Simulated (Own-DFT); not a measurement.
# Computed records: Si24O47 (quartz with one neutral oxygen vacancy, atoms displaced)

Computed with Own-DFT development build. A calculation, not a measurement: plane-wave PBE and HSE06 DFT by an unreviewed code, no spin, of a simulated cell at Gamma alone, so results move with cell size and shape, stress positive in tension, energies less offsets, not probed for a lower state with spin; oxygen file: force components 24 meV/angstrom off all-electron in a glass; k mesh not checked against a denser one; forces and stress are PBE's, HSE06 gives the energy alone, and its difference from PBE has offsets of its own; offsets are fitted by least squares, one for each functional and potential file, so energies compare only between cells with the same atoms and settings and are not formation energies; the far tail of each file's local potential was reset to the Coulomb form; each entry is a single point on an unrelaxed cell, so the pressure reflects the starting lattice, mostly measured values (interpolated for alloys), from which strain is counted, and rises with the displacements; printed positions are rounded, which can move forces by about a meV/angstrom; the program, named Own-DFT, is a retired in-house code; no spin-orbit coupling.

Common to all runs: first functional PBE; second functional HSE06; exact exchange share 0.25; screening 0.11 1/bohr; exchange divergence Gygi-Baldereschi; potential files PseudoDojo norm-conserving, scalar-relativistic, made for PBE, standard set; wave cutoff 48 hartree; occupations fixed; k mesh 1 x 1 x 1 centred on Gamma.

(1) 
```xyz
71
Lattice="9.8268 0.0000 0.0000 -4.9134 8.5103 0.0000 0.0000 0.0000 10.8104" Properties=species:S:1:pos:R:3:force_x:R:1:force_y:R:1:force_z:R:1 formula=Si24O47 PBE_energy_of_cell_above_offsets=-18.595 HSE06_less_PBE_above_offsets=-0.645 PBE_pressure=9.89 PBE_stress_xx=-10.14 PBE_stress_yy=-12.56 PBE_stress_zz=-6.96 PBE_stress_yz=-0.43 PBE_stress_xz=-1.11 PBE_stress_xy=-3.23
Si    -2.6101     8.4527    10.7436      0.564      2.056      2.166
Si    -1.1126     1.9701     3.6704     -0.715     -0.093     -2.146
Si     1.3071     2.2427     1.8472     -1.355      0.677     -2.845
O      1.3720     1.1639     0.6331      0.529     -1.584      -1.33
O      2.7513     2.4252     2.3781      1.964      1.116      1.225
O      3.2611     0.6466     4.2390     -1.525     -2.367      1.569
O     -1.0506     3.1419     4.7284     -0.389     -0.094      0.775
O      0.3417     1.7446     2.9755     -1.171     -0.821      1.761
O      0.7321     3.6397     1.1909      1.097     -1.185      0.927
Si    -2.7094     8.4741     5.3905        9.1      1.483       0.09
Si    -1.1447     2.0123     9.0540      0.401      0.343     -1.805
Si     1.3190     2.1638     7.2204      4.981      2.762     -3.485
O      1.5018     1.1211     5.9977     -3.641      4.219      2.794
O      2.7703     2.5737     7.8546      0.398     -1.093      0.694
O      3.2434     0.6091     9.5694     -0.403     -1.125      1.054
O     -1.1153     3.0936    10.3098     -4.528     -6.053     -4.076
O      0.3571     1.8205     8.2983     -6.026     -2.101      5.894
O      0.8017     3.5356     6.5799      -0.91      1.531     -1.562
Si    -0.1827     4.1253    10.7815      3.986      7.274      4.052
Si    -3.6032     6.2926     3.5440      1.234     -0.619      4.036
Si    -1.1288     6.5037     1.8116     -0.267     -0.119     -0.354
O     -1.0178     5.3780     0.6837     -0.628      -0.65     -0.695
O      0.3253     6.7185     2.4420     -0.144      1.077     -0.589
O      0.8295     4.9769     4.2648     -2.797     -6.578      3.867
O     -3.5298     7.4254     4.8023     -4.617     -6.198     -3.869
O     -2.1193     6.1399     3.0431      1.063     -0.579     -0.521
O     -1.6641     7.8899     1.1823     -0.672      0.642     -1.412
Si    -0.1492     4.2227     5.4336      1.952      1.584        0.4
Si     6.1399     6.1825     8.9675      6.034      2.425       0.49
Si    -1.1778     6.5726     7.2095      1.769     -2.464     -1.583
O     -1.0457     5.4139     6.0106      -0.49       0.35      0.548
O      0.2799     6.7165     7.8090      2.509      0.164      1.883
O      0.7439     4.8171     9.6840      1.242      1.194     -1.593
O     -3.5582     7.3426    10.1223     -0.647     -0.714     -0.374
O     -2.1217     6.0079     8.3139     -3.661     -0.877      2.672
O     -1.6581     7.8763     6.5286       -1.2      2.267     -1.182
Si     2.3423     8.4665    10.7861     -1.559      0.735      0.093
Si     3.7000     2.0011     3.6218      1.849      1.429     -0.674
Si     6.2326     2.2859     1.7796      2.122     -3.069      3.556
O      6.3659     1.1164     0.6778     -0.259     -0.167     -0.877
O      7.7205     2.5815     2.5209     -1.371     -0.738     -0.866
O      8.1595     0.5926     4.2457      0.038     -0.743      0.224
O      3.8672     3.1475     4.8115     -3.144     -3.971     -3.001
O      5.1440     1.7896     2.8973        0.6      -0.12      0.184
O      5.7487     3.6131     1.2186     -2.564      4.459     -4.168
Si     2.2413     8.4117     5.3507      7.007      5.928      3.947
Si     3.8269     1.9958     9.0418     -5.964      0.271     -1.717
Si     6.2337     2.2361     7.2245     -1.712      -0.29     -2.749
O      6.4094     1.1004     6.0345      -1.74      1.539      1.653
O      7.6382     2.4910     7.8426      3.202      0.281      2.468
O      8.1408     0.6081     9.6064      0.492     -0.258     -0.285
O      3.7858     3.1563    10.1082     -0.399       0.36      1.452
O      5.1527     1.8501     8.3610      4.833     -1.219     -1.521
O      5.6908     3.5785     6.5276      0.028      0.701     -0.534
Si     4.7405     4.2360    10.7326      0.481      1.869       5.29
Si     1.2455     6.2364     3.6232      3.313      3.374     -2.605
Si     3.7770     6.4792     1.7794      0.214     -1.133      0.109
O      5.2615     6.8310     2.4914     -3.396      1.129     -3.195
O      5.7165     4.9033     4.1961      0.258      0.037     -0.308
O      1.4572     7.3688     4.7481      -5.07     -5.516     -3.108
O      2.7485     5.9472     3.0003      1.206      0.717     -1.426
O      3.2350     7.9339     1.1651       1.44      -1.88      1.093
Si     4.7578     4.2563     5.3145      4.147       0.52      1.996
Si     1.3735     6.2405     9.0296     -5.633      -2.38      -1.48
Si     3.8377     6.5171     7.1770     -2.855     -2.673     -0.839
O      3.8791     5.3275     6.0078     -1.516      3.336      2.377
O      5.2454     6.7241     7.8487      -1.03       1.19     -1.758
O      5.6913     4.8815     9.6308     -0.367     -2.789      0.451
O      1.3688     7.3175    10.1524      0.577      2.153      1.978
O      2.7115     5.9967     8.3409      4.582     -0.293     -2.026
O      3.2857     7.8461     6.5614     -0.843      1.364     -1.217
```

Units: PBE_energy_of_cell_above_offsets, HSE06_less_PBE_above_offsets in eV; PBE_pressure, PBE_stress_xx, PBE_stress_yy, PBE_stress_zz, PBE_stress_yz, PBE_stress_xz, PBE_stress_xy in GPa; force_x, force_y, force_z in eV/Å.

(2) 
```xyz
71
Lattice="9.8268 0.0000 0.0000 -4.9134 8.5103 0.0000 0.0000 0.0000 10.8104" Properties=species:S:1:pos:R:3:force_x:R:1:force_y:R:1:force_z:R:1 formula=Si24O47 PBE_energy_of_cell_above_offsets=-18.156 HSE06_less_PBE_above_offsets=-0.576 PBE_pressure=9.59 PBE_stress_xx=-10.17 PBE_stress_yy=-10.53 PBE_stress_zz=-8.08 PBE_stress_yz=-2.5 PBE_stress_xz=0.06 PBE_stress_xy=-0.31
Si    -2.6224     8.4374    10.6850     -0.568      0.147       3.84
Si    -1.1180     2.0023     3.6474       -1.5      0.198       1.09
Si     1.3061     2.1999     1.7489     -0.626      1.557       1.94
O      1.2994     1.1077     0.5978      1.159     -1.217     -1.127
O      2.7298     2.3997     2.5454      -2.52      1.003     -2.871
O      3.2440     0.6573     4.2998      3.391      0.779     -3.529
O     -1.0297     3.1969     4.7436      -2.72      -3.27     -1.355
O      0.2412     1.8143     2.9403      3.338     -0.869     -1.313
O      0.7682     3.7035     1.2341      1.952     -2.098      1.485
Si     2.3300     0.0587     5.2938     -2.794      -5.77      4.797
Si    -1.1196     1.9442     9.0447      -1.66      1.673     -1.964
Si     1.3933     2.2537     7.1063      -5.85      2.271     -0.117
O      1.4193     1.1153     5.9962     -1.184      0.742      0.436
O      2.6471     2.5409     7.9203      5.067      -0.05       2.53
O      3.2119     0.6891     9.6143     -2.499     -6.816      2.602
O     -1.0568     3.0910    10.1960      -0.76     -0.218      0.207
O      0.3050     1.8024     8.4283        2.3      -0.34     -2.268
Si    -0.1013     4.1926     0.0379     -0.843      3.939      -2.48
Si    -3.5991     6.2806     3.5692     -3.023      1.286      3.077
Si    -1.1373     6.4968     1.8307      0.703      0.657      2.986
O     -1.0720     5.4718     0.6788      1.248     -3.916     -2.716
O      0.3786     6.7700     2.5002      -4.24      1.006     -3.143
O      0.7282     4.8813     4.2741      1.042      0.034     -0.821
O     -3.5981     7.3915     4.7762      0.905      0.934      0.176
O     -2.2051     6.0782     3.0479      6.049     -0.356     -2.998
O     -1.6717     7.8276     1.1705     -1.616       2.86     -2.382
Si    -0.1610     4.2599     5.4145       4.01     -2.276      2.783
Si     6.2149     6.2558     8.9344     -3.703     -2.431      4.812
Si    -1.1126     6.5451     7.1976     -1.172     -0.558      0.526
O     -1.0089     5.3994     6.0217     -1.861      2.867      2.537
O      0.3184     6.7422     7.9652      -5.63       2.27     -5.625
O      0.8536     4.8631     9.5940     -1.649     -1.787      2.007
O     -3.6398     7.3202    10.1558      0.706      1.059      0.479
O     -2.2441     6.0503     8.3840      6.968     -0.376     -3.349
O     -1.6139     7.9247     6.5448     -0.386      0.216     -0.644
Si     7.2252     0.0033    10.8036      0.904      -3.04      0.421
Si     3.7543     1.9769     3.6171      1.081       1.15      1.144
Si     6.2453     2.2735     1.7768      0.498      0.843      2.743
O      6.3520     1.1260     0.6637     -1.232        0.9      0.086
O      7.7525     2.4929     2.4884     -3.327      0.494     -2.121
O      8.1287     0.5819     4.1834      0.514      0.389      0.059
O      3.8797     3.1152     4.7825     -2.373      -2.34     -1.289
O      5.1580     1.7477     2.9713      3.039      0.016     -1.963
O      5.7534     3.7218     1.2171     -0.487     -0.771      -0.41
Si     2.2729     8.4761     5.3137       1.66      1.558      4.234
Si     3.7981     1.9283     9.1000      0.065      8.007     -3.826
Si     6.2250     2.2433     7.2344     -2.505      0.398     -1.661
O      6.2756     1.1420     6.0638      0.262     -1.451     -1.321
O      7.6337     2.4971     7.7707      4.575     -0.305      3.706
O      8.1976     0.5689     9.6754      0.069       0.11     -0.505
O      3.7565     3.1057    10.2412      0.374      -0.39      0.242
O      5.1860     1.7201     8.3787       0.77     -0.167     -0.043
O      5.7325     3.6662     6.5893     -0.988      0.022     -0.626
Si     4.6956     4.2821     0.0591      2.598     -1.789     -1.547
Si     1.2322     6.2599     3.6690       3.52     -2.604     -1.421
Si     3.7920     6.5333     1.7542     -1.114     -0.709      5.729
O      3.8465     5.4006     0.7070      -1.35      -0.43     -0.944
O      5.2033     6.8080     2.5127     -1.461      0.619     -2.212
O      5.7528     4.9294     4.1954     -2.564     -3.312      2.701
O      1.3576     7.3632     4.7419     -1.327      0.749      1.736
O      2.6984     5.9679     2.9981      1.634       0.63     -1.267
O      3.3094     7.8794     1.1807     -1.747      2.882     -2.041
Si     4.7110     4.2266     5.3998       4.42      4.476      1.318
Si     1.3001     6.2666     8.9533      3.062     -2.568      5.273
Si     3.7645     6.4878     7.2216      0.008      2.919      3.894
O      3.8791     5.4719     6.1359      0.633     -5.687     -4.962
O      5.2282     6.7269     7.8810     -2.488      1.398      -2.67
O      5.6316     4.8588     9.6778      0.434      0.686     -0.667
O      1.4116     7.3162    10.1468      0.088       2.18      1.956
O      2.7511     6.0988     8.4237      2.323     -0.837     -1.114
O      3.2218     7.8144     6.5815     -1.604      2.825     -2.238
```

Units: PBE_energy_of_cell_above_offsets, HSE06_less_PBE_above_offsets in eV; PBE_pressure, PBE_stress_xx, PBE_stress_yy, PBE_stress_zz, PBE_stress_yz, PBE_stress_xz, PBE_stress_xy in GPa; force_x, force_y, force_z in eV/Å.

(3) 
```xyz
71
Lattice="9.8268 0.0000 0.0000 -4.9134 8.5103 0.0000 0.0000 0.0000 10.8104" Properties=species:S:1:pos:R:3:force_x:R:1:force_y:R:1:force_z:R:1 formula=Si24O47 PBE_energy_of_cell_above_offsets=-18.545 HSE06_less_PBE_above_offsets=-0.421 PBE_pressure=8.59 PBE_stress_xx=-10 PBE_stress_yy=-7.14 PBE_stress_zz=-8.61 PBE_stress_yz=2.39 PBE_stress_xz=-0.13 PBE_stress_xy=-2.18
Si    -2.5562     8.5002    10.7899     -2.583       3.29     -3.963
Si     8.6857     1.9170     3.5745      2.714      5.596      0.948
Si     1.3329     2.1861     1.8634     -0.537      2.318     -9.867
O      1.3126     1.0499     0.5867     -0.039      2.247      2.023
O      2.6874     2.4507     2.4876      4.275      0.932      1.073
O      3.2874     0.6225     4.2360     -0.469     -0.341      0.227
O     -1.1110     3.1720     4.8254      0.353     -2.659     -1.998
O      0.3292     1.7970     2.8578     -5.476     -2.779      6.251
O      0.7454     3.6391     1.1410      1.384     -1.641      1.785
Si    -2.6304     8.4769     5.3706      2.753        5.1      1.294
Si     8.6139     1.9311     9.0481      1.427      4.038      1.015
Si     1.2812     2.2240     7.2293     -1.189      0.504      1.889
O      1.3763     1.1782     6.0432     -0.225     -1.414     -1.357
O      2.7077     2.5003     7.8624      1.382      0.029      0.437
O      3.3292     0.6871     9.6646     -0.772     -2.186      0.593
O     -1.0694     3.1585    10.1809     -1.916     -1.868     -1.159
O      0.2414     1.7919     8.4664      2.426     -0.411     -2.268
O      0.7722     3.6326     6.5984      1.877      -1.12      2.434
Si    -0.1786     4.3019     0.0194      1.845     -2.184     -0.691
Si     6.1355     6.2653     3.5906      5.011      1.846     -0.302
Si    -1.1249     6.4863     1.7309      1.234      4.819       4.68
O     -1.0849     5.4211     0.6642      -1.01       -1.8     -2.932
O      0.8071     4.9137     4.3162      1.819      0.231     -1.294
O     -3.4697     7.3797     4.8007     -3.813     -4.028     -2.604
O     -2.1347     6.1144     2.9286     -1.981     -0.192      0.931
O     -1.7040     7.9575     1.0693      4.568     -3.877      5.155
Si    -0.0304     4.2154     5.4386     -5.575      2.628     -0.654
Si     6.2367     6.2012     9.0008     -0.936       3.53     -0.372
Si    -1.1464     6.6014     7.2096     -1.705     -2.108     -1.678
O     -1.1477     5.4445     6.0108      1.704     -0.279      0.539
O      0.2454     6.7926     7.9186      0.628       1.14     -0.125
O      0.7966     4.8283     9.6664      0.494      2.279     -1.086
O     -3.5361     7.4491    10.1339     -0.943     -3.027     -2.032
O     -2.1452     5.9847     8.3776      0.729      0.461     -0.726
O     -1.6853     7.9897     6.5458      1.058     -0.856      1.653
Si     7.2143     0.0268    10.7502     -1.582      0.714      4.701
Si     3.7921     1.9936     3.5585     -3.891      0.134      2.943
Si     6.1327     2.3290     1.8825       4.38      0.455     -3.488
O      6.2022     1.2103     0.6546      1.076      -0.95     -0.334
O      7.7898     2.5025     2.4326     -4.448      0.633     -2.184
O      8.0873     0.6645     4.2015     -0.128     -3.187      1.082
O      3.7528     3.1435     4.7650     -0.174     -0.991     -1.034
O      5.2156     1.7630     3.0278      2.011     -0.213     -0.224
O      5.6514     3.7035     1.0861      2.689     -2.338       3.97
Si     7.2627     0.0756     5.4425     -0.208     -3.967     -1.689
Si     3.8066     2.0107     8.9850     -4.407      1.738      1.207
Si     6.2281     2.2174     7.2027     -0.511      1.058      0.056
O      6.3376     1.1548     5.9957     -2.187        2.4       1.56
O      7.6450     2.4515     7.8814      0.043     -0.147     -0.086
O      8.2099     0.5773     9.7060      0.371     -0.475     -1.218
O      3.8132     3.1106    10.1679      0.304      0.515     -0.045
O      5.1732     1.8264     8.3596      4.044     -1.079     -2.039
O      5.7333     3.6240     6.5923     -1.238      0.974     -1.661
Si     4.7826     4.2638    10.7534     -3.994      2.063     -0.644
Si     1.3559     6.2718     3.6242     -2.981      0.769     -1.158
Si     3.7676     6.5792     1.8834      0.314     -0.952     -6.081
O      3.7299     5.3565     0.6818       1.79      0.364       -0.2
O      5.2441     6.7905     2.4068     -0.168      1.111     -0.109
O      5.6956     4.9088     4.1674     -2.151     -3.336      2.457
O      1.3364     7.4105     4.8318      1.023     -0.011     -0.686
O      2.7646     5.9632     2.8620      -2.13     -0.785      3.716
O      3.2080     7.8811     1.1223      0.277      0.748      0.874
Si     4.7166     4.2160     5.4030      2.711      1.064      0.301
Si     1.2797     6.3020     9.0198      1.142     -3.453       0.14
Si     3.7787     6.5007     7.1062      -2.07      0.538      5.226
O      3.8571     5.4278     6.0382      0.241     -3.034     -3.446
O      5.1271     6.7495     7.8610      2.765     -0.021      1.254
O      5.7228     4.8300     9.5647     -0.438     -1.079      0.793
O      1.4486     7.3313    10.2238     -1.469     -0.136     -0.435
O      2.6963     5.9764     8.2847      0.324      0.492     -0.563
O      3.1909     7.8574     6.5860      0.163      2.169     -0.778
```

Units: PBE_energy_of_cell_above_offsets, HSE06_less_PBE_above_offsets in eV; PBE_pressure, PBE_stress_xx, PBE_stress_yy, PBE_stress_zz, PBE_stress_yz, PBE_stress_xz, PBE_stress_xy in GPa; force_x, force_y, force_z in eV/Å.
